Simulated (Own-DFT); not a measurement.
# Shaking the atoms of monoclinic HfO2, 96 atoms (Hf32O64)

These are calculations, not measurements. They come from Own-DFT, an in-house plane-wave density functional program, since retired, whose code no person has reviewed. Each row is one single-point run on a periodic cell that was not relaxed, without spin or spin-orbit coupling.

Settings of every run: PBE; PseudoDojo norm-conserving scalar-relativistic files; cutoff 72 hartree; 2 x 2 x 2 k mesh centred on Gamma; Fermi-Dirac smearing of 0.1 eV.

Known limits, some of them of some rows only: some atoms lie very close together; hafnium file: forces about 75 meV/angstrom off all-electron values; oxygen file: force components 24 meV/angstrom off all-electron in a glass; forces on such cells passed a denser k mesh, each cell not checked; stress not checked against mesh or cutoff.

Cell vectors in Å: (10.234, 0.000, 0.000); (0.000, 10.350, 0.000); (-1.696, 0.000, 10.445). In each run every atom was moved at random and independently from its ideal site; u is the rms move along one axis. E is the free energy for each atom above the fitted value at u = 0, and F the rms of the force components.

```
run   u (Å)  E (meV/atom)  F (eV/Å)  largest force (eV/Å)  P (GPa)
  1  0.0194          10.4     0.439                  1.47     4.03
  2  0.0206          11.6     0.457                  1.72     3.91
  3  0.0499          65.4     1.131                  5.04     6.08
  4  0.0514          66.5     1.120                  4.55     6.29
  5  0.0517          66.7     1.132                  5.29     6.56
  6  0.0767             ?         ?                     ?        ?
  7  0.0805         190.0     2.120                  9.59    10.50
  8  0.1269         450.1     3.666                 21.04    19.55
  9  0.1474         616.3     4.253                 21.63    24.13
```

## Worked fit

For small independent moves the energy grows as E = (3/2) K u², with K the mean stiffness felt by one atom. The runs with u up to 0.11 Å give K = 17.8 ± 0.7 eV/Å², with residuals divided by u² + 0.0006 Å², since the noise grows with the moves. The scatter is 4.8 meV/atom at u = 0.05 Å. The forces follow F = G u with G = 22.9 eV/Å²; no force at u = 0 is resolved. G exceeds K because the moves of its neighbours add to the force on an atom, and stiffness differs between atoms. At u = 0.147 Å the parabola gives 579 meV/atom and the run 616. The pressure follows P = 3.53 + 1074 u² GPa: at fixed volume, shortened bonds push harder than stretched ones pull.

## Withheld run

Question: what energy and rms force should run 6 give?

The fit gives 157 ± 12 meV/atom and about 1.76 eV/Å. The calculation gave 154.5 meV/atom and 1.840 eV/Å.
